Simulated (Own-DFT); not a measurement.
# Which defects push the lattice out? C40 NbSi2

Source: density functional calculations with Own-DFT, an unreviewed in-house program that is no longer used. Nothing was measured or relaxed, and spin and spin-orbit coupling are left out.

All runs used: PBE; PseudoDojo norm-conserving scalar-relativistic files; cutoff 42 hartree; 4 x 4 x 5 k mesh centred on Gamma; cold (Marzari-Vanderbilt) smearing of 0.2 eV.

Limits: forces on such cells failed a check on a denser k mesh; stress not checked against mesh or cutoff.

All runs share one cell, with vectors in Å (0.000, 8.324, 0.000); (-9.613, 0.000, 0.000); (0.000, 0.000, 6.586) and a volume of 527.0 Å³. The atoms are randomly displaced, by u rms on each axis. The defect's site can differ from row to row.

```
cell,formula,u (Å),P (GPa)
no defect,Nb12Si24,0.0190,1.49
no defect,Nb12Si24,0.0191,1.46
no defect,Nb12Si24,0.0467,2.49
two Nb on a Si site each,Nb14Si22,0.0300,7.62
two Nb on a Si site each,Nb14Si22,0.0315,7.74
two Nb on a Si site each,Nb14Si22,0.0534,8.42
one Si vacancy,Nb12Si23,0.0271,?
one Si vacancy,Nb12Si23,0.0271,1.00
one Si vacancy,Nb12Si23,0.0415,1.36
one Si vacancy,Nb12Si23,0.0469,1.56
two Si on a Nb site each,Nb10Si26,0.0307,1.75
two Si on a Nb site each,Nb10Si26,0.0316,1.62
two Si on a Nb site each,Nb10Si26,0.0442,1.96
two Nb vacancies,Nb10Si24,0.0275,0.24
two Nb vacancies,Nb10Si24,0.0310,0.11
two Nb vacancies,Nb10Si24,0.0489,0.62
```

## Worked fit

P = P0 + c u² + a shift for each defect gives P0 = 1.43 GPa, c = 404 ± 41 GPa/Å² and a scatter of 0.12 GPa. The shifts, and each times the cell's volume:

- two Nb on a Si site each: 5.86 ± 0.10 GPa, 19.3 eV (9.6 eV for each of its 2 sites)
- two Si on a Nb site each: -0.17 ± 0.10 GPa, -0.6 eV (-0.3 eV for each of its 2 sites) (not resolved)
- one Si vacancy: -0.74 ± 0.10 GPa, -2.4 eV
- two Nb vacancies: -1.65 ± 0.10 GPa, -5.4 eV (-2.7 eV for each of its 2 sites)

A positive shift means that the defect pushes the cell outwards. Shift times volume (160.2 GPa Å³ is 1 eV) depends little on the cell's size, so, taken for each site, it can be compared between cells at like pressure. The atoms around the defects weren't relaxed, which would change these numbers.

## Test on the hidden row

The question: what pressure belongs in the blank (one Si vacancy, u = 0.0271 Å)?

Estimate: 0.98 ± 0.14 GPa. The run itself gave 0.84 GPa.
